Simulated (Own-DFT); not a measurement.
# Strain and stress in C40 NbSi2, 36 atoms (Nb12Si24)

These are calculations, not measurements. The program, named Own-DFT, is a retired in-house plane-wave density functional code that no person has reviewed. Each row is one single-point run on a periodic cell that was not relaxed, without spin or spin-orbit coupling.

Settings of every run: PBE; PseudoDojo norm-conserving scalar-relativistic files; cutoff 42 hartree; 4 x 4 x 5 k mesh centred on Gamma; cold (Marzari-Vanderbilt) smearing of 0.2 eV.

Known limits: forces on such cells failed a check on a denser k mesh; stress not checked against mesh or cutoff.

Unstrained cell vectors in Å: (0.000, 8.324, 0.000); (-9.613, 0.000, 0.000); (0.000, 0.000, 6.586). The unstrained cell was taken from the Materials Project. The random moves and any unrelaxed bonds add to the pressure at no strain. Each run strains this cell uniformly, with the atoms carried along. Every atom was also moved at random, by a Gaussian of width 0.05 Å on each axis. Strain is the symmetric tensor, in per cent. Stress is positive in tension, and the pressure is minus a third of its trace.

| run | e_xx (%) | e_yy (%) | e_zz (%) | e_yz (%) | e_xz (%) | e_xy (%) | s_xx (GPa) | s_yy (GPa) | s_zz (GPa) | s_yz (GPa) | s_xz (GPa) | s_xy (GPa) | P (GPa) | E (meV/atom) |
|---|---|---|---|---|---|---|---|---|---|---|---|---|---|---|
| 1 | -1.66 | -0.73 | -0.54 | -1.40 | 1.88 | -0.79 | -9.95 | -7.94 | -9.86 | -5.30 | 5.87 | -2.43 | 9.25 | 56.2 |
| 2 | -0.87 | 1.63 | -0.52 | 0.16 | -1.81 | -1.13 | -4.95 | 2.07 | -5.42 | 0.06 | -5.37 | -3.22 | 2.77 | 24.6 |
| 3 | -0.86 | 1.58 | 1.26 | 1.89 | -0.15 | 1.43 | -3.70 | 3.53 | 1.53 | 5.59 | 0.11 | 3.40 | -0.45 | 27.7 |
| 4 | 0.03 | 1.41 | 0.55 | 1.94 | 1.82 | -1.06 | -1.54 | 2.94 | -1.20 | 5.72 | 4.72 | -2.42 | -0.07 | 34.4 |
| 5 | 0.11 | -0.36 | 1.40 | 0.31 | 0.94 | -0.06 | -0.88 | -2.21 | 2.88 | 1.14 | 2.55 | 0.18 | 0.07 | 0.0 |
| 6 | -1.00 | -1.87 | -1.49 | -1.59 | -1.29 | -1.37 | -9.26 | -11.48 | -14.99 | -5.72 | -5.47 | -4.77 | 11.91 | 51.7 |
| 7 | 1.89 | 1.09 | 0.07 | 1.11 | 0.76 | -0.03 | 4.77 | 3.01 | -0.48 | 3.25 | 2.24 | -0.09 | -2.43 | 5.3 |
| 8 | -1.84 | -1.97 | -1.84 | 0.21 | -0.88 | 1.17 | -13.66 | -13.48 | -16.40 | 0.96 | -3.40 | 4.00 | 14.51 | 52.2 |
| 9 | 1.56 | -1.95 | -1.84 | 1.53 | -0.49 | 0.76 | -0.46 | -10.97 | -13.39 | 4.44 | -1.70 | 2.30 | 8.27 | 50.9 |
| 10 | 0.25 | 0.42 | -1.08 | -0.09 | -0.58 | 0.24 | -2.22 | -1.36 | -8.30 | -0.34 | -1.59 | 0.68 | 3.96 | 14.4 |
| 11 | 0.85 | 0.26 | -0.22 | 1.73 | 0.14 | 1.49 | 0.42 | -1.05 | -4.15 | 5.37 | 0.20 | 4.03 | 1.59 | 23.2 |
| 12 | -1.79 | -0.69 | -1.57 | 0.05 | 1.96 | 1.60 | -12.07 | -7.85 | -15.16 | -0.95 | 7.64 | 5.44 | 11.69 | 64.7 |
| 13 | 1.63 | -1.16 | 1.35 | -0.25 | -0.35 | 1.53 | 3.50 | -4.29 | 2.66 | -0.51 | -1.10 | 3.97 | -0.62 | 12.7 |
| 14 | -1.71 | -0.31 | -1.19 | -0.95 | 1.02 | -1.83 | -10.45 | -7.03 | -12.00 | -3.92 | 3.49 | -6.06 | 9.82 | 51.1 |
| 15 | -1.94 | 0.74 | 1.47 | -0.39 | 1.68 | 0.82 | -8.46 | -0.23 | 1.60 | -0.98 | 4.70 | 2.04 | 2.37 | 29.4 |
| 16 | -1.57 | 1.21 | 0.66 | 1.22 | -0.02 | 0.23 | ? | ? | ? | ? | ? | ? | ? | ? |

E is the free energy for each atom above the lowest run shown.

## Worked fit

Each stress component was fitted by least squares to a constant and the strains of the runs shown, as fractions, with shears doubled. Shear strains stay in the fit of a normal stress only where such slopes are resolved. The slopes, in GPa:

```
stress  at no strain  per e_xx  per e_yy  per e_zz  scatter
  s_xx          -2.9   376 ± 8   81 ± 10   96 ± 10     0.40
  s_yy          -2.7    87 ± 9  372 ± 11   98 ± 11     0.43
  s_zz          -4.3  114 ± 13  100 ± 16  475 ± 17     0.64
```

Each shear stress against twice its own strain: yz 160 ± 7, xz 164 ± 8, xy 147 ± 8 GPa. These are stiffnesses along x, y and z of the frame in which the cell vectors are given, which need not be the crystal's axes. The atoms are held to the strained lattice; where symmetry lets them move under strain, relaxing them would lower some slopes. The table should be nearly symmetric about its diagonal, and what it lacks of that shows the noise. A ninth of its sum, 200 ± 4 GPa, estimates the bulk modulus near the mean pressure of these runs, 4.8 GPa, so it lies above the value at zero pressure.

## Withheld run

Question: what normal stresses and pressure should run 16 give?

The fit gives s_xx = -7.2, s_yy = 1.1, s_zz = -1.8 and P = 2.6 GPa. The calculation gave -7.22, 1.61, -1.23 and P = 2.28 GPa.
